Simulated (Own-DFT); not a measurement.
# Strain and stress in wurtzite AlN, 72 atoms (Al36N36)

Calculated results; nothing here was measured. They come from Own-DFT, an in-house plane-wave density functional program, since retired, whose code no person has reviewed. Each row is one single-point run on a periodic cell that was not relaxed, without spin or spin-orbit coupling.

Settings of every run: PBE; PseudoDojo norm-conserving scalar-relativistic files; cutoff 42 hartree; 4 x 4 x 3 k mesh centred on Gamma; Gaussian smearing of 0.01 eV.

Known limits: k mesh not checked against a denser one; stress not checked against mesh or cutoff.

Unstrained cell vectors in Å: (9.336, 0.000, 0.000); (-4.668, 8.085, 0.000); (0.000, 0.000, 9.964). The unstrained cell has measured lattice constants (interpolated for alloys), not those of this functional. That, the random moves and any unrelaxed bonds set the pressure at no strain. Each run strains this cell uniformly, with the atoms carried along. Every atom was also moved at random, by a Gaussian of width 0.05 Å on each axis. Strain is the symmetric tensor, in per cent. Stress is positive in tension, and the pressure is minus a third of its trace.

| run | e_xx (%) | e_yy (%) | e_zz (%) | s_xx (GPa) | s_yy (GPa) | s_zz (GPa) | P (GPa) | E (meV/atom) |
|---|---|---|---|---|---|---|---|---|
| 1 | 0.00 | 0.00 | 0.75 | -4.01 | -4.43 | -3.85 | 4.10 | 3.3 |
| 2 | 0.00 | 0.00 | 0.25 | -5.48 | -4.65 | -4.84 | 4.99 | 3.7 |
| 3 | 0.00 | 0.00 | -1.25 | -6.03 | -8.31 | -10.98 | 8.44 | 18.0 |
| 4 | 0.00 | 0.00 | 1.50 | -4.09 | -3.20 | -0.57 | 2.62 | 0.0 |
| 5 | 0.00 | 0.00 | -0.75 | -4.90 | -6.38 | -11.15 | 7.48 | 14.0 |
| 6 | 0.00 | 0.00 | -0.50 | -7.27 | -7.66 | -5.08 | 6.67 | 12.6 |
| 7 | 0.00 | 0.00 | 3.00 | -4.71 | -2.74 | 7.47 | -0.01 | 5.3 |
| 8 | 0.00 | 0.00 | -1.50 | -5.80 | -8.29 | -11.78 | 8.62 | 13.1 |
| 9 | 0.00 | 0.00 | -0.25 | ? | ? | ? | ? | ? |

E is the free energy for each atom above the lowest run shown.

## Worked fit

The change of volume is close to e_xx + e_yy + e_zz. A straight line through the runs shown gives P = 5.74 - 199 x (fractional change of volume) GPa, with an error of 5 on the slope and a scatter of 0.21 GPa. The strain isn't the same on all axes and the cell isn't cubic, so the slope belongs to this path and is not the bulk modulus.

## Withheld run

Question: what pressure should run 9 give? Its volume changes by -0.25 %.

The line gives 6.2 GPa. The calculation gave 5.98 GPa.
